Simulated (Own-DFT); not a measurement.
AlN (wurtzite, strained, atoms displaced) (calculated)

Computed with Own-DFT development build. A calculation, not a measurement: plane-wave PBE density functional theory by an unreviewed code, no spin, of a simulated periodic cell, stress positive in tension, free energy of the whole cell less one offset for each atom, forces on such cells passed a denser k mesh, this cell's mesh not checked; offsets are fitted by least squares, one for each functional and potential file, so energies compare only between cells with the same atoms and settings and are not formation energies; the far tail of each file's local potential was reset to the Coulomb form; each entry is a single point on an unrelaxed cell, so the pressure reflects the starting lattice, mostly measured values (interpolated for alloys), from which strain is counted, and rises with the displacements; printed positions are rounded, which can move forces by about a meV/angstrom; the program, named Own-DFT, is a retired in-house code; no spin-orbit coupling.

Settings shared by all entries: functional PBE; potential files PseudoDojo norm-conserving, scalar-relativistic, standard set; wave cutoff 42 hartree; occupations Fermi-Dirac; smearing width 0.1 eV; hardware one NVIDIA H100; k mesh 2 x 2 x 2 centred on Gamma.

```json
{"entry": 1, "formula": "AlN", "kind": "wurtzite, strained, atoms displaced", "structure": {"cell_angstrom": [[12.6802, 0.1741, -0.2362], [-6.1894, 10.7099, -0.0601], [-0.1891, -0.1647, 10.1478]], "atoms_fractional": [["Al", 0.08024, 0.16509, 0.00296], ["Al", 0.16906, 0.08053, 0.2485], ["N", 0.08146, 0.15862, 0.18948], ["N", 0.17088, 0.0891, 0.45182], ["Al", 0.08235, 0.16937, 0.50118], ["Al", 0.16826, 0.08018, 0.75276], ["N", 0.08805, 0.16974, 0.69287], ["N", 0.17182, 0.0875, 0.94368], ["Al", 0.08416, 0.41633, 0.99305], ["Al", 0.16753, 0.33858, 0.24758], ["N", 0.0867, 0.42052, 0.19108], ["N", 0.16834, 0.32723, 0.44458], ["Al", 0.08052, 0.41707, 0.5095], ["Al", 0.16311, 0.32837, 0.75073], ["N", 0.07336, 0.41209, 0.68997], ["N", 0.16694, 0.34015, 0.93801], ["Al", 0.08021, 0.66692, 0.99694], ["Al", 0.16394, 0.58458, 0.24856], ["N", 0.08166, 0.66369, 0.18651], ["N", 0.1677, 0.58964, 0.44498], ["Al", 0.08641, 0.66611, 0.49948], ["Al", 0.15678, 0.57436, 0.74976], ["N", 0.08235, 0.67032, 0.68581], ["N", 0.17171, 0.58578, 0.94242], ["Al", 0.08433, 0.91718, 0.99039], ["Al", 0.16168, 0.83196, 0.24717], ["N", 0.08855, 0.9103, 0.19705], ["N", 0.17062, 0.83992, 0.44663], ["Al", 0.08483, 0.92013, 0.49876], ["Al", 0.17353, 0.83626, 0.74671], ["N", 0.08457, 0.91648, 0.69892], ["N", 0.1695, 0.83104, 0.94844], ["Al", 0.32663, 0.16422, 0.99915], ["Al", 0.41206, 0.0804, 0.24767], ["N", 0.33378, 0.16211, 0.18928], ["N", 0.42426, 0.08361, 0.44231], ["Al", 0.32977, 0.15933, 0.49766], ["Al", 0.41819, 0.08723, 0.75046], ["N", 0.33784, 0.16368, 0.68306], ["N", 0.41911, 0.08317, 0.94299], ["Al", 0.33748, 0.41865, 0.99988], ["Al", 0.41917, 0.33508, 0.25755], ["N", 0.3398, 0.42297, 0.19021], ["N", 0.41518, 0.33734, 0.44251], ["Al", 0.34095, 0.42172, 0.50332], ["Al", 0.41649, 0.33288, 0.7533], ["N", 0.33788, 0.42022, 0.69017], ["N", 0.42358, 0.33817, 0.93286], ["Al", 0.33876, 0.66748, 0.99743], ["Al", 0.42363, 0.58345, 0.24346], ["N", 0.33571, 0.67271, 0.18919], ["N", 0.41543, 0.57847, 0.44017], ["Al", 0.34259, 0.67366, 0.50426], ["Al", 0.41663, 0.58091, 0.7591], ["N", 0.33711, 0.67779, 0.68556], ["N", 0.41684, 0.58199, 0.94829], ["Al", 0.3386, 0.91568, 0.99871], ["Al", 0.41528, 0.83189, 0.24737], ["N", 0.33523, 0.91619, 0.187], ["N", 0.4228, 0.82853, 0.44131], ["Al", 0.33145, 0.91691, 0.50758], ["Al", 0.42077, 0.84179, 0.75765], ["N", 0.33481, 0.91858, 0.67716], ["N", 0.4176, 0.83019, 0.94243], ["Al", 0.58271, 0.16918, 0.00346], ["Al", 0.66655, 0.0865, 0.25443], ["N", 0.57867, 0.1616, 0.18923], ["N", 0.66543, 0.08603, 0.44619], ["Al", 0.58773, 0.17203, 0.50116], ["Al", 0.6704, 0.08859, 0.74289], ["N", 0.58499, 0.16734, 0.69102], ["N", 0.66601, 0.08637, 0.94458], ["Al", 0.58503, 0.41853, 0.00134], ["Al", 0.66667, 0.331, 0.2574], ["N", 0.5789, 0.41175, 0.1928], ["N", 0.66726, 0.34278, 0.43917], ["Al", 0.58024, 0.41295, 0.49466], ["Al", 0.65977, 0.32777, 0.74559], ["N", 0.5948, 0.42058, 0.69424], ["N", 0.66536, 0.32722, 0.94879], ["Al", 0.57874, 0.6641, 0.00436], ["Al", 0.66645, 0.57696, 0.24803], ["N", 0.58101, 0.66189, 0.18932], ["N", 0.66998, 0.58345, 0.44292], ["Al", 0.58281, 0.6625, 0.49426], ["Al", 0.66901, 0.58007, 0.75031], ["N", 0.58092, 0.65548, 0.68443], ["N", 0.66868, 0.58833, 0.94331], ["Al", 0.57613, 0.91693, 0.99069], ["Al", 0.66043, 0.82809, 0.25435], ["N", 0.57832, 0.9092, 0.18822], ["N", 0.66936, 0.83695, 0.4396], ["Al", 0.5816, 0.91465, 0.50406], ["Al", 0.67124, 0.83189, 0.74745], ["N", 0.57926, 0.91185, 0.68852], ["N", 0.66446, 0.83213, 0.94048], ["Al", 0.83966, 0.16889, 0.00558], ["Al", 0.9112, 0.07422, 0.24281], ["N", 0.82284, 0.1641, 0.19312], ["N", 0.91371, 0.08416, 0.44004], ["Al", 0.83294, 0.1728, 0.50048], ["Al", 0.92035, 0.08883, 0.75713], ["N", 0.83333, 0.17065, 0.69298], ["N", 0.91753, 0.07934, 0.94772], ["Al", 0.83159, 0.41529, 0.99608], ["Al", 0.91299, 0.32822, 0.23987], ["N", 0.83301, 0.41783, 0.18776], ["N", 0.91742, 0.33041, 0.43398], ["Al", 0.83645, 0.41601, 0.49794], ["Al", 0.92023, 0.33547, 0.74553], ["N", 0.83376, 0.41209, 0.69209], ["N", 0.91918, 0.33447, 0.94426], ["Al", 0.82608, 0.66629, 0.99827], ["Al", 0.92306, 0.58052, 0.25403], ["N", 0.84043, 0.67163, 0.18941], ["N", 0.91459, 0.57995, 0.43848], ["Al", 0.84265, 0.67361, 0.4978], ["Al", 0.91825, 0.58567, 0.75252], ["N", 0.83194, 0.6602, 0.68936], ["N", 0.91313, 0.58567, 0.93536], ["Al", 0.82995, 0.91721, 0.99902], ["Al", 0.91928, 0.8258, 0.25163], ["N", 0.83344, 0.91897, 0.1923], ["N", 0.91657, 0.82844, 0.43684], ["Al", 0.83476, 0.91775, 0.49916], ["Al", 0.91587, 0.8349, 0.75267], ["N", 0.82968, 0.91072, 0.6902], ["N", 0.92005, 0.84018, 0.94095]]}, "results": {"free_energy_of_cell_above_offsets [eV]": "-53.757", "pressure [GPa]": -1.75, "stress_xx [GPa]": 3.53, "stress_yy [GPa]": -1.96, "stress_zz [GPa]": 3.67, "stress_yz [GPa]": -3.96, "stress_xz [GPa]": -4.73, "stress_xy [GPa]": 4.18, "force_element": ["Al", "Al", "N", "N", "Al", "Al", "N", "N", "Al", "Al", "N", "N", "Al", "Al", "N", "N", "Al", "Al", "N", "N", "Al", "Al", "N", "N", "Al", "Al", "N", "N", "Al", "Al", "N", "N", "Al", "Al", "N", "N", "Al", "Al", "N", "N", "Al", "Al", "N", "N", "Al", "Al", "N", "N", "Al", "Al", "N", "N", "Al", "Al", "N", "N", "Al", "Al", "N", "N", "Al", "Al", "N", "N", "Al", "Al", "N", "N", "Al", "Al", "N", "N", "Al", "Al", "N", "N", "Al", "Al", "N", "N", "Al", "Al", "N", "N", "Al", "Al", "N", "N", "Al", "Al", "N", "N", "Al", "Al", "N", "N", "Al", "Al", "N", "N", "Al", "Al", "N", "N", "Al", "Al", "N", "N", "Al", "Al", "N", "N", "Al", "Al", "N", "N", "Al", "Al", "N", "N", "Al", "Al", "N", "N", "Al", "Al", "N", "N"], "force_x [eV/angstrom]": [0.929, -0.055, -0.651, -0.983, 0.0, 0.225, -0.771, -1.622, -0.544, 1.109, -0.847, -0.814, 0.97, 0.763, 1.753, 1.44, 0.537, 1.58, -0.555, 1.352, -1.26, 0.894, 0.213, -0.822, 0.509, 3.839, -3.667, -0.374, 0.016, -0.141, -0.616, -0.119, 2.658, 1.837, -1.556, -1.388, 1.31, 1.193, -1.61, -0.915, -0.331, -0.359, -0.52, 1.303, -1.536, 0.874, -0.995, -1.009, -1.41, -1.9, 0.129, 0.103, -0.488, -0.023, 0.138, 0.187, -1.008, 0.664, -0.93, -1.662, 1.656, 0.179, -0.136, -0.981, 0.61, -0.429, -0.303, 0.667, -0.563, 0.215, -0.827, 0.776, 0.587, 0.043, 0.266, 1.737, -0.338, 2.114, -2.392, -0.633, 0.953, 0.416, 0.802, 0.14, -0.014, -0.031, -0.633, -0.852, 2.423, 0.58, -0.173, 0.046, 0.318, -1.208, 0.606, -0.056, -1.899, -0.048, 1.877, 0.586, 0.656, -0.043, 0.835, -0.544, -0.092, 0.526, -0.159, -0.388, -0.573, -1.43, -0.743, 0.15, 1.932, -1.018, -0.631, 0.96, -0.983, 0.213, -0.467, 0.451, 0.14, -0.69, 0.188, 0.114, -0.211, 0.856, 0.204, -0.373], "force_y [eV/angstrom]": [0.651, 0.072, 1.105, -1.339, -0.752, 1.228, -1.778, -0.788, 1.245, -0.825, -1.196, 2.1, 0.146, 1.983, -0.044, -1.571, -0.497, 0.627, 0.222, -1.355, 0.927, 2.815, -1.017, -0.474, -0.286, -1.007, 1.949, -1.065, -0.238, -0.422, -0.371, 0.887, 1.215, -0.164, 1.146, -0.039, 1.505, -0.626, 0.715, -0.176, -0.735, -0.41, -2.331, -1.402, -0.803, 0.288, -1.153, -0.937, -0.25, 1.115, -2.31, 1.279, -1.451, 1.53, -2.044, 0.096, 0.115, 1.042, -0.492, 1.42, 0.085, -0.98, 0.23, 0.307, -0.924, -1.806, 0.756, 0.006, -0.236, -1.054, -0.749, -0.189, -0.388, 0.07, -0.049, -1.743, 1.762, 1.135, -1.627, 1.727, 1.151, 1.312, 0.187, -0.018, 0.42, 1.222, 1.189, -1.182, 0.914, 1.066, 1.086, -0.82, 0.4, -1.061, 1.066, -0.134, -0.617, 2.767, -0.409, 0.006, -1.331, -0.868, -0.872, 1.212, 0.358, 1.504, -0.725, 0.885, 0.233, -0.577, 0.527, -0.206, 1.139, 0.473, -2.838, 0.688, -2.437, -0.525, 1.592, -0.374, -1.029, 2.563, -3.18, 2.063, -0.08, -0.964, 1.635, -0.82], "force_z [eV/angstrom]": [0.007, 0.714, 0.063, -1.704, -0.112, -0.521, 0.139, -0.848, 1.502, 1.03, -0.842, -0.438, -2.652, -0.102, 0.384, 0.176, 0.344, 0.607, 0.302, -0.642, 0.21, 0.142, 0.949, -0.878, 1.412, 1.159, -1.709, -1.017, 0.593, 0.506, -0.846, -1.729, 0.585, 0.719, 0.132, -0.508, 0.146, 0.079, 1.343, -0.876, 0.269, -0.917, -0.639, -0.101, 0.052, -1.722, 0.714, 1.741, 1.205, 1.476, -0.476, -0.835, -0.682, -1.497, 2.141, -1.114, 0.963, 1.018, 0.307, -0.738, -3.809, -1.715, 4.938, -1.048, 0.256, -0.35, 0.934, -0.3, -0.115, 1.491, -0.614, -1.135, 0.028, -1.76, -0.377, 0.463, 1.491, 1.624, -1.125, -1.484, -0.491, 0.835, 0.28, -1.05, 0.687, -0.18, 0.966, -0.288, 1.833, -0.769, -0.063, 0.529, -0.699, 0.163, 1.004, -0.449, -0.51, 1.834, -0.733, 0.116, -0.136, -0.924, -0.349, -0.999, 0.354, 1.073, 0.167, 0.357, 0.497, 1.606, -0.513, -0.633, 0.606, -0.847, -0.516, 0.268, 0.897, -1.001, -0.016, 0.887, 0.955, -0.337, -0.817, 0.591, -0.239, -0.219, -0.094, -0.015], "wall_time [s]": 416.0}}
{"entry": 2, "formula": "AlN", "kind": "wurtzite, strained, atoms displaced", "structure": {"cell_angstrom": [[12.4253, 0.0114, 0.0496], [-6.2028, 10.637, -0.1941], [0.0397, -0.1565, 10.1373]], "atoms_fractional": [["Al", 0.08313, 0.15759, 0.98917], ["Al", 0.16613, 0.08621, 0.24687], ["N", 0.07615, 0.15604, 0.19068], ["N", 0.17066, 0.07977, 0.44564], ["Al", 0.07851, 0.17229, 0.48722], ["Al", 0.16595, 0.08259, 0.74604], ["N", 0.08514, 0.16684, 0.68442], ["N", 0.16261, 0.0797, 0.93586], ["Al", 0.08286, 0.41684, 0.00088], ["Al", 0.17617, 0.33825, 0.25195], ["N", 0.08483, 0.41206, 0.18554], ["N", 0.16683, 0.3385, 0.44539], ["Al", 0.0847, 0.41476, 0.49523], ["Al", 0.16963, 0.3363, 0.75951], ["N", 0.09019, 0.41907, 0.6918], ["N", 0.1627, 0.33284, 0.94198], ["Al", 0.0917, 0.66876, 0.00635], ["Al", 0.16802, 0.58375, 0.25585], ["N", 0.08283, 0.66787, 0.19951], ["N", 0.15815, 0.57614, 0.43564], ["Al", 0.07702, 0.66216, 0.48943], ["Al", 0.16792, 0.5825, 0.75195], ["N", 0.08518, 0.66987, 0.69613], ["N", 0.16459, 0.58977, 0.94768], ["Al", 0.0846, 0.91847, 0.00282], ["Al", 0.16391, 0.83587, 0.23606], ["N", 0.08658, 0.91757, 0.18832], ["N", 0.15728, 0.83218, 0.44317], ["Al", 0.0836, 0.91958, 0.50092], ["Al", 0.16694, 0.83335, 0.75187], ["N", 0.08604, 0.92581, 0.68527], ["N", 0.16303, 0.84193, 0.94705], ["Al", 0.33423, 0.17392, 0.99696], ["Al", 0.41794, 0.08517, 0.25245], ["N", 0.33666, 0.16431, 0.18572], ["N", 0.41909, 0.08892, 0.43072], ["Al", 0.33743, 0.16127, 0.50441], ["Al", 0.41414, 0.07658, 0.7486], ["N", 0.33331, 0.16477, 0.69014], ["N", 0.41476, 0.08631, 0.94065], ["Al", 0.33313, 0.40911, 0.99875], ["Al", 0.42396, 0.33753, 0.25823], ["N", 0.33087, 0.41869, 0.18424], ["N", 0.41362, 0.34151, 0.4407], ["Al", 0.3375, 0.41313, 0.50326], ["Al", 0.40625, 0.32813, 0.74337], ["N", 0.33745, 0.41562, 0.70419], ["N", 0.41338, 0.33028, 0.94136], ["Al", 0.33168, 0.66902, 0.99688], ["Al", 0.41507, 0.58636, 0.25481], ["N", 0.33132, 0.66578, 0.18839], ["N", 0.41594, 0.58762, 0.44067], ["Al", 0.33291, 0.66741, 0.4945], ["Al", 0.41693, 0.58589, 0.75216], ["N", 0.3435, 0.66908, 0.69621], ["N", 0.425, 0.58211, 0.95554], ["Al", 0.33001, 0.91644, 0.99473], ["Al", 0.41461, 0.83371, 0.25052], ["N", 0.33763, 0.9179, 0.19032], ["N", 0.41176, 0.83208, 0.43965], ["Al", 0.32886, 0.91174, 0.50108], ["Al", 0.42171, 0.8343, 0.75239], ["N", 0.33941, 0.92246, 0.68796], ["N", 0.42044, 0.83391, 0.94658], ["Al", 0.58823, 0.17051, 0.99944], ["Al", 0.65708, 0.08818, 0.24968], ["N", 0.58512, 0.16075, 0.19256], ["N", 0.66039, 0.07978, 0.43962], ["Al", 0.58712, 0.16985, 0.50271], ["Al", 0.67405, 0.08316, 0.75163], ["N", 0.58284, 0.16609, 0.68743], ["N", 0.67134, 0.08763, 0.93496], ["Al", 0.58039, 0.4173, 0.99898], ["Al", 0.66507, 0.3388, 0.25416], ["N", 0.58755, 0.42091, 0.19065], ["N", 0.66489, 0.33163, 0.4424], ["Al", 0.57914, 0.41668, 0.49534], ["Al", 0.67013, 0.34045, 0.74746], ["N", 0.57647, 0.41239, 0.69029], ["N", 0.67693, 0.33184, 0.94336], ["Al", 0.57608, 0.67282, 0.00655], ["Al", 0.67624, 0.58782, 0.24605], ["N", 0.58338, 0.66663, 0.19419], ["N", 0.66346, 0.58572, 0.43923], ["Al", 0.58647, 0.66857, 0.49719], ["Al", 0.66613, 0.58109, 0.74709], ["N", 0.58037, 0.66856, 0.6905], ["N", 0.66264, 0.58354, 0.93067], ["Al", 0.58032, 0.91323, 0.99747], ["Al", 0.67601, 0.83791, 0.24504], ["N", 0.58268, 0.91367, 0.18968], ["N", 0.66942, 0.83583, 0.44093], ["Al", 0.59479, 0.92987, 0.50093], ["Al", 0.66442, 0.8404, 0.74284], ["N", 0.58635, 0.92535, 0.69518], ["N", 0.65838, 0.83362, 0.94957], ["Al", 0.83925, 0.17308, 0.0019], ["Al", 0.92601, 0.08467, 0.25468], ["N", 0.83092, 0.1627, 0.1946], ["N", 0.9168, 0.08276, 0.45125], ["Al", 0.8297, 0.16588, 0.50106], ["Al", 0.91073, 0.08015, 0.7507], ["N", 0.83631, 0.17467, 0.6917], ["N", 0.91729, 0.07728, 0.94168], ["Al", 0.83136, 0.41162, 0.99866], ["Al", 0.91815, 0.33758, 0.25417], ["N", 0.83935, 0.42011, 0.19345], ["N", 0.91345, 0.33092, 0.44112], ["Al", 0.83033, 0.41901, 0.49294], ["Al", 0.91856, 0.32352, 0.74287], ["N", 0.8342, 0.41994, 0.69608], ["N", 0.91612, 0.32845, 0.93739], ["Al", 0.83443, 0.66697, 0.99948], ["Al", 0.91414, 0.58081, 0.25177], ["N", 0.8309, 0.66313, 0.19925], ["N", 0.91606, 0.58173, 0.43664], ["Al", 0.8351, 0.66832, 0.50343], ["Al", 0.91477, 0.585, 0.75146], ["N", 0.83184, 0.66797, 0.69955], ["N", 0.91694, 0.58169, 0.93694], ["Al", 0.83224, 0.91504, 0.99903], ["Al", 0.91314, 0.83399, 0.24716], ["N", 0.84099, 0.91734, 0.18548], ["N", 0.91579, 0.83131, 0.43941], ["Al", 0.84317, 0.92975, 0.50658], ["Al", 0.91235, 0.8317, 0.76167], ["N", 0.83947, 0.92101, 0.69407], ["N", 0.91551, 0.82702, 0.93747]]}, "results": {"free_energy_of_cell_above_offsets [eV]": "-51.265", "pressure [GPa]": 6.01, "stress_xx [GPa]": -7.56, "stress_yy [GPa]": -12.2, "stress_zz [GPa]": 1.73, "stress_yz [GPa]": -3.68, "stress_xz [GPa]": 1.27, "stress_xy [GPa]": 1.78, "force_element": ["Al", "Al", "N", "N", "Al", "Al", "N", "N", "Al", "Al", "N", "N", "Al", "Al", "N", "N", "Al", "Al", "N", "N", "Al", "Al", "N", "N", "Al", "Al", "N", "N", "Al", "Al", "N", "N", "Al", "Al", "N", "N", "Al", "Al", "N", "N", "Al", "Al", "N", "N", "Al", "Al", "N", "N", "Al", "Al", "N", "N", "Al", "Al", "N", "N", "Al", "Al", "N", "N", "Al", "Al", "N", "N", "Al", "Al", "N", "N", "Al", "Al", "N", "N", "Al", "Al", "N", "N", "Al", "Al", "N", "N", "Al", "Al", "N", "N", "Al", "Al", "N", "N", "Al", "Al", "N", "N", "Al", "Al", "N", "N", "Al", "Al", "N", "N", "Al", "Al", "N", "N", "Al", "Al", "N", "N", "Al", "Al", "N", "N", "Al", "Al", "N", "N", "Al", "Al", "N", "N", "Al", "Al", "N", "N", "Al", "Al", "N", "N"], "force_x [eV/angstrom]": [-1.88, 1.782, 1.862, -1.391, 3.284, -0.422, -0.999, 1.658, -0.416, -1.631, -0.538, 1.996, -1.761, -0.103, -0.558, 1.185, -3.972, -0.118, 0.244, 0.973, 0.734, -0.505, 0.243, 2.736, -1.888, 1.681, -1.932, 2.018, -0.604, -0.746, 0.101, 2.82, 0.453, 0.062, -1.097, 1.149, -1.768, 0.322, 0.234, 0.909, -1.483, -1.435, 1.897, 3.311, -3.795, 3.02, -2.328, 0.942, 1.339, 0.564, -0.242, 0.777, -0.536, 1.893, -2.527, -4.343, 0.725, 0.867, -1.222, 1.041, -0.82, -0.809, -0.192, -1.938, -0.48, 5.352, -4.061, 0.807, -1.075, -2.158, 0.461, 0.198, 0.954, 1.632, -0.389, -0.638, 0.517, -0.094, 0.24, -3.642, 3.558, -3.327, 0.578, 1.908, -1.358, -1.415, 0.839, 0.438, -0.327, -1.452, -0.232, 0.431, -1.093, 1.52, 0.221, 2.735, -0.031, -3.527, 0.209, -1.24, -0.214, 1.735, 0.434, -1.016, 1.863, 0.875, -1.195, 0.251, 0.869, -0.835, 0.807, 0.442, -0.361, 0.452, 1.812, -1.268, -0.646, 1.037, 0.322, 0.442, -0.382, 1.958, -1.095, -0.547, 0.107, 1.096, -1.437, -0.383], "force_y [eV/angstrom]": [1.728, -0.551, 2.743, 2.034, -0.503, 1.297, 0.555, 0.284, 0.108, -1.076, 0.531, -0.626, 0.601, -1.025, -0.718, -0.549, 0.816, -0.251, -0.881, 0.974, 1.449, 1.174, -1.124, -1.835, 0.525, 0.342, 0.18, -0.308, -0.722, 1.341, -3.271, -2.215, -2.424, -0.45, 1.254, -0.921, 0.772, 3.435, -0.718, -0.263, 1.782, -0.425, -0.457, -2.706, 2.526, 0.06, 1.038, 0.682, -0.998, 0.102, -0.014, -1.34, 0.056, -0.542, -0.291, -1.365, 1.15, 0.044, -0.347, 0.464, 0.734, 0.74, -3.35, -0.139, -1.274, -2.972, 3.499, 2.64, -0.854, 2.496, 0.156, -0.801, 0.352, -1.131, -0.72, 0.784, 0.646, -1.49, 0.14, 0.158, -0.162, -0.454, 0.015, -0.931, 0.782, 0.45, 0.179, 0.121, 2.732, -0.061, 0.554, 1.086, -3.924, -1.431, -1.501, 0.136, -2.138, -0.779, 0.505, 1.65, 0.313, 2.233, -5.349, 0.809, 1.894, -1.307, -1.399, 0.319, -0.378, 6.189, -0.833, 1.408, -1.479, 1.398, 1.351, -0.206, 0.126, 0.301, -0.339, 0.286, -0.49, -0.256, 0.265, 0.956, -4.212, 1.131, -1.615, 1.31], "force_z [eV/angstrom]": [1.499, 1.153, -0.675, -1.807, 2.777, 0.075, 0.58, -0.213, 0.2, -0.447, 1.26, -1.709, 1.641, -1.427, -0.593, 0.162, 0.417, -1.761, -1.218, 1.093, 1.67, 0.175, -1.237, -1.852, 0.2, 2.495, -0.368, -0.978, 0.191, -0.339, 1.102, -1.361, 0.73, -1.428, 0.523, 1.937, -0.313, 1.211, -0.25, -0.471, 0.512, -1.898, 1.232, -0.639, 1.639, 1.883, -2.11, -1.255, 1.331, -1.044, 0.35, 0.193, 1.122, 1.379, -1.03, -2.711, 1.315, -0.062, -0.749, 0.267, -0.764, 0.174, 0.107, -1.905, 0.049, 0.922, -1.721, -0.513, 0.275, 0.646, 0.489, 0.918, -0.476, -0.714, -0.2, -0.86, 1.316, 0.634, -0.808, -0.959, 0.548, 1.359, 0.013, -0.168, 0.725, 0.291, -0.574, 2.067, 1.887, 0.881, 0.175, 0.172, 0.211, 1.252, -1.602, -2.146, 0.976, -0.127, 0.089, -2.441, -0.41, 0.589, -2.086, -0.814, 0.468, -0.696, -0.578, 0.276, 1.878, 2.218, -1.839, -0.437, 0.004, -0.206, -2.265, 0.415, 0.111, 0.511, -1.957, 1.458, 0.022, 1.279, 0.185, -0.057, 0.085, -2.239, -0.373, 1.89], "wall_time [s]": 380.7}}
```
